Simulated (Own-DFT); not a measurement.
## Calculated data, Hf$_{36}$O$_{71}$ (tetragonal hafnia with one neutral oxygen vacancy, atoms displaced)

All values are calculated (Own-DFT development build). A calculation, not a measurement: plane-wave PBE and HSE06 DFT by an unreviewed code, no spin, of a simulated cell at Gamma alone, so results move with cell size and shape, stress positive in tension, energies less offsets, not probed for a lower state with spin; hafnium file: forces about 75 meV/angstrom off all-electron values; oxygen file: force components 24 meV/angstrom off all-electron in a glass; k mesh not checked against a denser one; forces and stress are PBE's, HSE06 gives the energy alone, and its difference from PBE has offsets of its own; offsets are fitted by least squares, one for each functional and potential file, so energies compare only between cells with the same atoms and settings and are not formation energies; the far tail of each file's local potential was reset to the Coulomb form; each entry is a single point on an unrelaxed cell, so the pressure reflects the starting lattice, taken from the Materials Project, from which strain is counted, and rises with the displacements; printed positions are rounded, which can move forces by about a meV/angstrom; the program is a retired in-house code; no spin-orbit coupling.

Settings shared by all entries: first functional PBE; second functional HSE06; exact exchange share 0.25; screening 0.11 1/bohr; exchange divergence Gygi-Baldereschi; potential files PseudoDojo norm-conserving, scalar-relativistic, made for PBE, standard set; wave cutoff 48 hartree; occupations fixed; k mesh 1 x 1 x 1 centred on Gamma.

(1) Hf$_{36}$O$_{71}$ (tetragonal hafnia with one neutral oxygen vacancy, atoms displaced)

```
Hf36O71
1.0
     10.7800     0.0000     0.0000
      0.0000    10.7800     0.0000
      0.0000     0.0000    10.4493
Hf O Hf O Hf O Hf O Hf O Hf O Hf O Hf O Hf O Hf O Hf O Hf O Hf O Hf O Hf O Hf O Hf O Hf O
2 4 2 4 2 4 2 4 2 4 2 4 2 4 2 4 2 4 2 4 2 4 2 4 2 4 2 4 2 4 2 3 2 4 2 4
Direct
  0.00063 0.00442 0.00351
  0.16656 0.17361 0.25006
  0.00039 0.15929 0.15295
  0.16109 0.00184 0.34893
  0.99664 0.17073 0.40404
  0.16757 0.00139 0.10208
  0.99239 0.00930 0.50126
  0.16949 0.16811 0.74388
  0.00200 0.16538 0.64800
  0.17375 0.99984 0.84713
  0.00320 0.17357 0.90026
  0.16579 0.00359 0.60113
  0.99417 0.32647 0.00300
  0.16903 0.49454 0.24805
  0.99145 0.50508 0.16110
  0.16647 0.34314 0.35257
  0.99293 0.50378 0.40185
  0.16586 0.33286 0.09892
  0.00591 0.32834 0.49864
  0.16464 0.50875 0.74506
  0.00662 0.49820 0.64963
  0.17104 0.33511 0.85175
  0.00425 0.49640 0.90004
  0.17284 0.33283 0.59177
  0.00436 0.66644 0.99807
  0.16522 0.84145 0.24628
  0.00152 0.83665 0.15397
  0.17394 0.66795 0.35397
  0.99872 0.83673 0.40489
  0.16458 0.67378 0.09922
  0.00164 0.67021 0.49983
  0.16255 0.82756 0.75099
  0.00047 0.83495 0.65004
  0.17591 0.66616 0.85056
  0.00621 0.82357 0.89757
  0.16459 0.66858 0.59771
  0.33215 0.99849 0.99582
  0.50372 0.16474 0.24371
  0.33942 0.16154 0.15971
  0.50639 0.00550 0.34013
  0.32891 0.16724 0.40608
  0.50188 0.99475 0.09539
  0.33049 0.99561 0.49526
  0.49603 0.16763 0.75262
  0.33399 0.15926 0.65158
  0.50790 0.99947 0.85341
  0.33613 0.15955 0.89408
  0.49710 0.99847 0.59487
  0.33148 0.32968 0.99658
  0.50018 0.49788 0.26289
  0.32785 0.50329 0.14879
  0.49702 0.33603 0.34405
  0.32784 0.49717 0.40354
  0.50512 0.33403 0.08503
  0.33750 0.33212 0.50469
  0.49940 0.50320 0.74946
  0.33915 0.50494 0.65464
  0.50331 0.33228 0.84508
  0.33319 0.50646 0.89555
  0.50172 0.33404 0.58920
  0.32593 0.66775 0.00317
  0.49715 0.83335 0.24967
  0.33348 0.83497 0.14552
  0.50212 0.66288 0.34788
  0.33209 0.84044 0.39754
  0.50174 0.66975 0.10405
  0.32482 0.66989 0.49768
  0.49742 0.83353 0.74856
  0.32883 0.83651 0.65446
  0.49417 0.66072 0.84374
  0.33811 0.84099 0.90363
  0.50062 0.67230 0.59752
  0.66673 0.99534 0.99671
  0.83622 0.16598 0.24488
  0.66514 0.16894 0.15835
  0.83619 0.99904 0.34754
  0.66643 0.15794 0.39843
  0.83714 0.99445 0.09659
  0.67038 0.00441 0.49998
  0.83498 0.17519 0.75128
  0.66796 0.17511 0.65213
  0.82789 0.99879 0.85172
  0.67558 0.16660 0.90306
  0.82993 0.00190 0.59364
  0.66498 0.33768 0.00197
  0.83839 0.49978 0.25120
  0.66754 0.50379 0.13984
  0.83600 0.32777 0.35040
  0.65914 0.49995 0.39603
  0.82676 0.32614 0.09782
  0.66155 0.32181 0.49242
  0.83307 0.49472 0.75037
  0.66152 0.49742 0.65361
  0.82630 0.32837 0.85938
  0.67564 0.50000 0.89715
  0.66267 0.66473 0.99479
  0.83630 0.83487 0.24871
  0.66538 0.83801 0.15257
  0.82533 0.67135 0.35496
  0.66643 0.83403 0.39683
  0.83740 0.66288 0.09514
  0.67544 0.66482 0.50511
  0.83641 0.83350 0.75117
  0.65764 0.83338 0.65853
  0.83324 0.66286 0.84589
  0.67369 0.83327 0.89613
  0.83750 0.66298 0.59304
```

| Item | Value |
| --- | --- |
| PBE energy of cell above offsets | -97.773 eV |
| HSE06 less PBE above offsets | -0.001 eV |
| PBE pressure | 1.78 GPa |
| PBE stress xx | -2.85 GPa |
| PBE stress yy | -0.52 GPa |
| PBE stress zz | -1.96 GPa |
| PBE stress yz | -0.53 GPa |
| PBE stress xz | 0.58 GPa |
| PBE stress xy | -0.01 GPa |

Force:
| element | x (eV/Å) | y (eV/Å) | z (eV/Å) |
| --- | --- | --- | --- |
| Hf | 0.153 | -0.963 | -0.759 |
| Hf | 1.459 | -0.926 | 0.874 |
| O | 0.375 | 0.57 | -0.648 |
| O | 0.044 | 0.848 | -0.373 |
| O | 0.546 | -0.4 | -1.081 |
| O | -0.264 | 0.216 | -0.452 |
| Hf | 1.571 | -1.602 | -0.229 |
| Hf | 0.449 | -0.52 | 0.718 |
| O | -0.547 | 0.651 | 0.238 |
| O | -1.047 | 0.042 | 0.072 |
| O | -0.189 | -1.472 | 0.036 |
| O | -0.471 | -0.029 | -0.806 |
| Hf | 0.259 | 1.711 | -0.639 |
| Hf | -0.221 | 2.005 | 0.55 |
| O | 2.817 | -0.796 | -1.541 |
| O | -0.61 | -2.057 | -0.652 |
| O | 0.107 | -0.489 | 0.443 |
| O | -0.389 | -0.434 | 0.565 |
| Hf | -1.1 | 2.092 | 0.556 |
| Hf | 1.54 | -1.748 | 1.238 |
| O | -1.351 | -0.307 | 0.058 |
| O | 0.332 | -0.244 | -0.924 |
| O | -0.181 | 0.006 | 0.539 |
| O | -0.708 | -0.289 | 1.162 |
| Hf | -1.571 | -0.863 | 0.435 |
| Hf | 0.642 | -0.718 | 0.66 |
| O | 0.029 | 0.049 | -0.642 |
| O | -0.401 | 0.103 | -0.905 |
| O | 0.127 | -0.253 | -0.154 |
| O | -0.383 | -0.367 | 0.168 |
| Hf | -0.484 | -0.082 | -1.255 |
| Hf | 0.564 | 1.922 | -0.14 |
| O | -0.304 | -0.093 | 0.241 |
| O | -0.465 | 0.225 | -0.08 |
| O | -0.232 | 1.783 | 0.243 |
| O | 0.075 | -0.125 | 1.063 |
| Hf | 0.721 | -0.094 | 0.84 |
| Hf | -0.16 | -0.292 | 0.899 |
| O | -1.874 | 0.783 | -1.255 |
| O | -0.769 | -0.782 | 0.549 |
| O | -0.286 | 0.17 | -0.295 |
| O | -0.451 | 0.589 | -0.075 |
| Hf | -0.046 | 1.575 | 1.377 |
| Hf | 0.813 | -0.922 | 0.051 |
| O | 0.295 | 0.964 | 0.074 |
| O | -0.097 | 0.439 | -0.924 |
| O | 0.055 | 1.554 | 0.841 |
| O | 0.554 | 0.204 | -0.086 |
| Hf | 0.437 | 1.245 | -1.052 |
| Hf | 0.708 | 2.099 | -2.353 |
| O | 0.659 | -0.352 | 0.053 |
| O | 0.214 | -2.115 | 0.509 |
| O | 0.505 | 0.445 | 0.015 |
| O | -2.548 | -0.245 | 1.355 |
| Hf | -0.131 | -0.006 | -1.13 |
| Hf | -0.071 | -0.349 | 0.053 |
| O | -1.54 | -0.19 | -0.969 |
| O | -0.469 | 0.181 | -0.265 |
| O | 0.02 | -1.589 | 1.433 |
| O | -0.213 | -0.438 | 0.798 |
| Hf | 2.063 | -0.047 | -0.152 |
| Hf | 1.216 | -0.353 | -0.329 |
| O | -0.726 | -0.026 | 0.769 |
| O | -0.939 | 0.981 | 0.355 |
| O | 0.26 | -1.347 | -0.301 |
| O | -0.681 | 0.103 | -1.211 |
| Hf | 2.037 | -0.372 | -0.2 |
| Hf | -0.463 | -0.203 | 0.129 |
| O | -0.132 | -0.408 | -0.516 |
| O | 0.804 | 1.742 | 1.062 |
| O | -0.171 | -1.888 | -0.454 |
| O | -0.44 | -0.148 | -0.466 |
| Hf | -0.239 | 0.12 | -0.127 |
| Hf | -1.449 | -0.174 | 0.862 |
| O | 1.169 | -0.275 | -0.904 |
| O | 0.245 | 0.79 | -0.137 |
| O | 0.138 | 1.753 | 0.049 |
| O | -0.147 | 0.617 | 0.13 |
| Hf | -1.95 | -2.359 | -0.401 |
| Hf | -1.19 | -1.026 | 0.321 |
| O | 0.137 | 0.095 | -0.316 |
| O | 1.512 | 0.101 | -0.918 |
| O | -0.567 | -0.141 | 0.385 |
| O | 0.467 | -0.183 | 1.185 |
| Hf | 0.507 | -0.101 | -1.323 |
| Hf | -2.702 | 0.944 | 1.03 |
| O | -0.048 | -0.515 | 1.315 |
| O | -0.331 | 0.41 | -0.144 |
| O | 0.559 | -0.863 | 0.835 |
| O | 1.891 | -0.057 | 0.945 |
| Hf | 1.205 | 1.3 | 0.5 |
| Hf | -0.546 | 0.359 | 0.14 |
| O | 1.9 | 0.015 | -0.606 |
| O | 1.296 | 1.22 | -1.529 |
| O | -0.447 | 0.082 | -0.092 |
| Hf | 0.434 | -0.098 | 1.146 |
| Hf | -1.556 | -0.655 | 0.372 |
| O | 0.715 | -0.147 | -0.235 |
| O | 0.589 | -0.71 | -1.121 |
| O | -0.064 | 0.376 | 1.371 |
| O | -0.257 | 0.737 | -0.111 |
| Hf | -2.117 | 0.516 | -1.457 |
| Hf | -1.398 | -0.192 | 0.428 |
| O | 2.759 | -0.076 | -0.902 |
| O | 0.44 | 0.52 | -0.681 |
| O | -0.42 | -0.818 | 0.743 |
| O | 0.132 | 0.088 | 1.539 |

(2) Hf$_{36}$O$_{71}$ (tetragonal hafnia with one neutral oxygen vacancy, atoms displaced)

```
Hf36O71
1.0
     10.7800     0.0000     0.0000
      0.0000    10.7800     0.0000
      0.0000     0.0000    10.4493
Hf O Hf O Hf O Hf O Hf O Hf O Hf O Hf O Hf O Hf O Hf O Hf O Hf O Hf O Hf O Hf O Hf O Hf O
2 3 2 4 2 4 2 4 2 4 2 4 2 4 2 4 2 4 2 4 2 4 2 4 2 4 2 4 2 4 2 4 2 4 2 4
Direct
  0.99699 0.98915 0.00549
  0.15643 0.16018 0.25914
  0.00158 0.16415 0.14681
  0.99440 0.17646 0.39975
  0.16749 0.99173 0.10323
  0.99648 0.01356 0.51263
  0.16524 0.15801 0.76314
  0.00545 0.16672 0.65908
  0.16439 0.99292 0.85916
  0.99659 0.16812 0.90275
  0.15550 0.00468 0.59895
  0.00562 0.31918 0.00899
  0.16734 0.49765 0.24832
  0.99686 0.49967 0.16837
  0.16344 0.32562 0.34465
  0.00612 0.50624 0.40565
  0.16631 0.33704 0.09484
  0.00197 0.34017 0.50780
  0.16417 0.49268 0.75195
  0.00214 0.50697 0.65736
  0.16691 0.33770 0.85712
  0.00097 0.49117 0.89250
  0.16822 0.32792 0.59811
  0.99845 0.66331 0.99761
  0.16955 0.83483 0.25545
  0.00195 0.81282 0.16360
  0.17458 0.65597 0.35172
  0.00455 0.83600 0.40977
  0.16194 0.65930 0.10403
  0.98596 0.66467 0.50380
  0.16869 0.84339 0.75704
  0.99879 0.83089 0.65378
  0.17614 0.66917 0.85049
  0.00994 0.84182 0.91080
  0.16250 0.67340 0.60284
  0.33318 0.00008 0.00810
  0.49694 0.15746 0.25490
  0.33108 0.17729 0.15773
  0.50593 0.98906 0.34636
  0.33758 0.16350 0.38980
  0.48534 0.00635 0.10309
  0.33120 0.00703 0.49599
  0.48865 0.16115 0.75749
  0.33689 0.17449 0.64678
  0.49600 0.99968 0.84847
  0.33671 0.17047 0.89746
  0.50680 0.00847 0.60851
  0.33087 0.33140 0.99363
  0.48764 0.50164 0.24501
  0.33188 0.49431 0.14541
  0.48408 0.32880 0.35303
  0.33369 0.50337 0.40141
  0.50462 0.33596 0.09359
  0.33401 0.33402 0.49918
  0.50465 0.51279 0.75180
  0.31883 0.50722 0.64627
  0.49257 0.32552 0.82707
  0.35218 0.49997 0.89513
  0.50737 0.33660 0.60054
  0.33126 0.66173 0.00838
  0.51237 0.82814 0.24293
  0.33285 0.82050 0.14617
  0.49685 0.66440 0.36696
  0.32321 0.83488 0.40817
  0.49645 0.66482 0.09176
  0.31401 0.66710 0.49642
  0.49910 0.82545 0.75187
  0.33268 0.82774 0.64445
  0.49691 0.67215 0.84157
  0.33631 0.83467 0.88617
  0.49536 0.67500 0.60275
  0.65920 0.01187 0.00022
  0.83025 0.15642 0.25537
  0.65731 0.16620 0.16911
  0.83824 0.98972 0.36321
  0.66644 0.16191 0.40044
  0.82630 0.99113 0.10392
  0.67648 0.99255 0.50487
  0.83165 0.17211 0.74228
  0.66494 0.16902 0.64971
  0.82674 0.00275 0.84301
  0.65938 0.17331 0.88751
  0.82209 0.99778 0.61248
  0.67667 0.32084 0.00543
  0.84148 0.51186 0.26478
  0.66712 0.49295 0.14589
  0.84041 0.34313 0.35237
  0.67254 0.50077 0.39809
  0.83276 0.33622 0.10583
  0.66544 0.32715 0.49460
  0.84734 0.50287 0.75309
  0.66238 0.50570 0.66783
  0.83456 0.33110 0.86531
  0.66589 0.49189 0.90614
  0.82642 0.32361 0.59642
  0.67026 0.66993 0.99987
  0.84063 0.83557 0.24590
  0.67214 0.82292 0.14514
  0.81858 0.65738 0.34043
  0.67401 0.83624 0.40981
  0.82946 0.65614 0.11021
  0.67236 0.65517 0.50357
  0.81081 0.82880 0.76400
  0.65649 0.82468 0.65004
  0.83494 0.66552 0.86354
  0.67088 0.83812 0.89777
  0.83250 0.67723 0.60013
```

| Item | Value |
| --- | --- |
| PBE energy of cell above offsets | -89.607 eV |
| HSE06 less PBE above offsets | 0.620 eV |
| PBE pressure | 2.76 GPa |
| PBE stress xx | -3.39 GPa |
| PBE stress yy | -2.7 GPa |
| PBE stress zz | -2.19 GPa |
| PBE stress yz | -1.69 GPa |
| PBE stress xz | 0.45 GPa |
| PBE stress xy | 0.26 GPa |

Force:
| element | x (eV/Å) | y (eV/Å) | z (eV/Å) |
| --- | --- | --- | --- |
| Hf | 0.266 | 3.115 | -0.013 |
| Hf | 1.662 | 0.269 | -0.538 |
| O | -0.801 | -0.646 | 0.812 |
| O | 0.157 | -1.326 | 0.627 |
| O | -0.683 | -0.127 | 0.749 |
| Hf | -1.265 | -2.35 | -0.686 |
| Hf | 0.896 | 1.457 | -1.064 |
| O | -1.003 | 0.175 | -0.703 |
| O | 0.165 | 3.114 | 0.486 |
| O | 1.02 | -2.145 | -0.081 |
| O | 2.778 | 0.265 | 0.519 |
| Hf | -2.285 | 1.865 | -0.347 |
| Hf | -0.157 | -0.264 | 0.357 |
| O | 1.682 | 0.077 | -1.962 |
| O | 0.112 | 0.939 | 0.597 |
| O | -0.405 | -0.833 | 0.818 |
| O | 0.321 | 0.109 | 0.608 |
| Hf | -0.567 | -0.361 | -1.658 |
| Hf | 2.214 | 2.21 | 0.069 |
| O | -0.512 | -0.7 | -1.936 |
| O | 0.282 | -1.9 | -0.614 |
| O | -0.309 | 1.435 | 1.53 |
| O | -1.148 | 0.471 | 0.35 |
| Hf | 0.588 | -1.052 | 0.897 |
| Hf | 0.715 | -0.811 | 1.289 |
| O | 0.057 | 1.114 | -1.218 |
| O | -0.51 | 1.817 | -0.976 |
| O | 0.153 | -0.445 | -0.615 |
| O | 0.283 | -0.228 | -0.69 |
| Hf | 4.128 | 2.958 | 0.591 |
| Hf | 0.532 | -4.133 | -2.955 |
| O | -0.766 | 0.617 | 1.593 |
| O | -1.101 | -0.753 | 0.477 |
| O | -0.934 | -3.007 | -0.181 |
| O | -2.042 | -0.407 | -0.624 |
| Hf | -1.056 | -0.787 | -2.324 |
| Hf | -2.211 | 1.589 | 0.958 |
| O | -1.065 | -0.838 | -0.963 |
| O | -0.533 | 0.016 | -0.149 |
| O | -1.092 | -0.817 | 1.519 |
| O | 3.097 | -0.59 | 0.262 |
| Hf | 1.339 | -1.445 | 1.648 |
| Hf | 2.189 | 0.595 | -2.806 |
| O | -2.34 | -0.917 | -0.087 |
| O | 0.667 | -0.918 | 2.38 |
| O | -1.404 | -2.149 | 0.664 |
| O | -1.066 | -0.577 | -1.888 |
| Hf | 2.165 | 1.3 | 0.606 |
| Hf | 2.968 | -1.085 | 0.849 |
| O | -0.568 | 0.639 | -0.2 |
| O | 1.092 | 0.611 | -1.005 |
| O | -0.164 | -1.706 | -0.815 |
| O | -1.052 | -0.57 | -0.378 |
| Hf | 1.988 | 0.599 | 0.538 |
| Hf | -2.508 | -2.795 | -0.441 |
| O | 1.234 | -0.8 | 0.187 |
| O | -0.31 | 2.197 | 1.928 |
| O | -1.244 | -0.006 | 1.365 |
| O | -1.127 | 0.599 | -2.027 |
| Hf | -1.323 | 0.355 | -2.502 |
| Hf | -1.499 | -1.263 | 2.323 |
| O | 0.393 | 0.781 | 0.728 |
| O | 0.616 | 0.936 | -3.153 |
| O | -0.99 | 1.73 | -1.659 |
| O | 1.305 | 0.186 | 1.03 |
| Hf | 1.899 | 0.132 | 2.006 |
| Hf | -2.639 | 1.998 | -2.525 |
| O | -0.66 | 1.457 | 1.005 |
| O | 1.124 | -0.606 | 2.795 |
| O | -0.325 | 0.515 | 2.616 |
| O | 0.605 | -1.4 | -0.381 |
| Hf | -0.36 | -0.178 | -1.93 |
| Hf | 0.325 | 2.538 | 1.063 |
| O | 2.698 | -0.959 | -2.948 |
| O | 0.152 | 1.722 | -1.411 |
| O | 0.716 | -0.083 | -0.149 |
| O | 0.473 | 0.511 | 0.169 |
| Hf | -3.131 | 1.239 | 0.647 |
| Hf | -1.969 | 0.144 | 1.014 |
| O | 0.682 | 0.28 | 0.18 |
| O | 0.275 | -0.123 | 1.773 |
| O | 0.604 | -2.289 | 2.402 |
| O | 2.468 | 0.317 | -0.263 |
| Hf | -0.945 | 4.167 | 0.14 |
| Hf | -2.412 | -6.776 | -4.527 |
| O | -0.759 | 1.079 | 1.671 |
| O | -0.221 | -2.287 | 0.284 |
| O | -0.695 | -1.171 | 1.33 |
| O | 1.088 | -1.878 | 0.018 |
| Hf | -1.327 | 0.038 | 0.493 |
| Hf | -3.408 | -1.704 | 2.427 |
| O | 3.861 | 0.763 | -2.053 |
| O | 0.293 | 0.17 | -2.304 |
| O | -0.364 | 1.295 | 0.032 |
| O | 2.127 | 1.057 | 0.972 |
| Hf | -0.191 | -3.529 | 0.917 |
| Hf | -1.27 | -1.145 | 1.964 |
| O | -0.753 | 0.711 | 0.237 |
| O | 0.629 | 7.238 | 4.276 |
| O | -0.021 | -2.139 | -1.485 |
| O | 1.089 | 1.169 | -1.946 |
| Hf | -3.913 | 1.193 | -0.075 |
| Hf | 1.954 | 1.669 | -2.98 |
| O | 2.246 | 0.368 | 0.633 |
| O | 0.207 | 0.14 | -0.736 |
| O | -0.588 | 0.108 | 1.288 |
| O | -0.589 | -1.142 | 1.257 |
